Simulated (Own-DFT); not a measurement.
# Energy and forces against displacement in beta-Si3N4, 42 atoms (N24Si18)

All numbers below are calculated, not measured. The program, named Own-DFT, is a retired in-house plane-wave density functional code that no person has reviewed. Each row is one single-point run on a periodic cell that was not relaxed, without spin or spin-orbit coupling.

Settings of every run: PBEsol; PseudoDojo norm-conserving scalar-relativistic files, made for PBE; cutoff 42 hartree; 3 x 3 x 3 k mesh centred on Gamma; Fermi-Dirac smearing of 0.1 eV.

Known limits, some of them of some rows only: some atoms lie very close together; forces on such cells passed a denser k mesh, each cell not checked; stress not checked against mesh or cutoff.

Cell vectors in Å: (7.606, 0.000, 0.000); (-3.803, 6.587, 0.000); (0.000, 0.000, 8.727). In each run every atom was moved at random and independently from its ideal site; u is the rms move along one axis. E is the free energy for each atom above the fitted value at u = 0, and F the rms of the force components.

| run | u (Å) | E (meV/atom) | F (eV/Å) | largest force (eV/Å) | P (GPa) |
|---|---|---|---|---|---|
| 1 | 0.0193 | 16.7 | 0.730 | 2.19 | 2.98 |
| 2 | 0.0203 | 21.1 | 0.861 | 2.63 | 3.20 |
| 3 | 0.0456 | 109.5 | 2.008 | 7.29 | 5.80 |
| 4 | 0.0493 | 101.9 | 1.888 | 5.96 | 5.00 |
| 5 | 0.0522 | 136.4 | 2.369 | 9.56 | 6.80 |
| 6 | 0.0924 | ? | ? | ? | ? |
| 7 | 0.0974 | 392.9 | 3.932 | 15.83 | 13.36 |
| 8 | 0.1022 | 570.9 | 5.958 | 30.22 | 17.73 |
| 9 | 0.1509 | 1032.8 | 7.689 | 39.64 | 27.73 |

## Worked fit

For small independent moves the energy grows as E = (3/2) K u², with K the mean stiffness felt by one atom. The runs with u up to 0.11 Å give K = 32.1 ± 2.0 eV/Å², with residuals divided by u² + 0.0006 Å², since the noise grows with the moves. The scatter is 15.2 meV/atom at u = 0.05 Å. The forces follow F = G u with G = 44.3 eV/Å²; no force at u = 0 is resolved. G exceeds K because the moves of its neighbours add to the force on an atom, and stiffness differs between atoms. At u = 0.151 Å the parabola gives 1096 meV/atom and the run 1033. The pressure follows P = 2.61 + 1309 u² GPa: at fixed volume, shortened bonds push harder than stretched ones pull.

## Withheld run

Question: what energy and rms force should run 6 give?

The fit gives 411 ± 52 meV/atom and about 4.09 eV/Å. The calculation gave 353.1 meV/atom and 3.795 eV/Å.
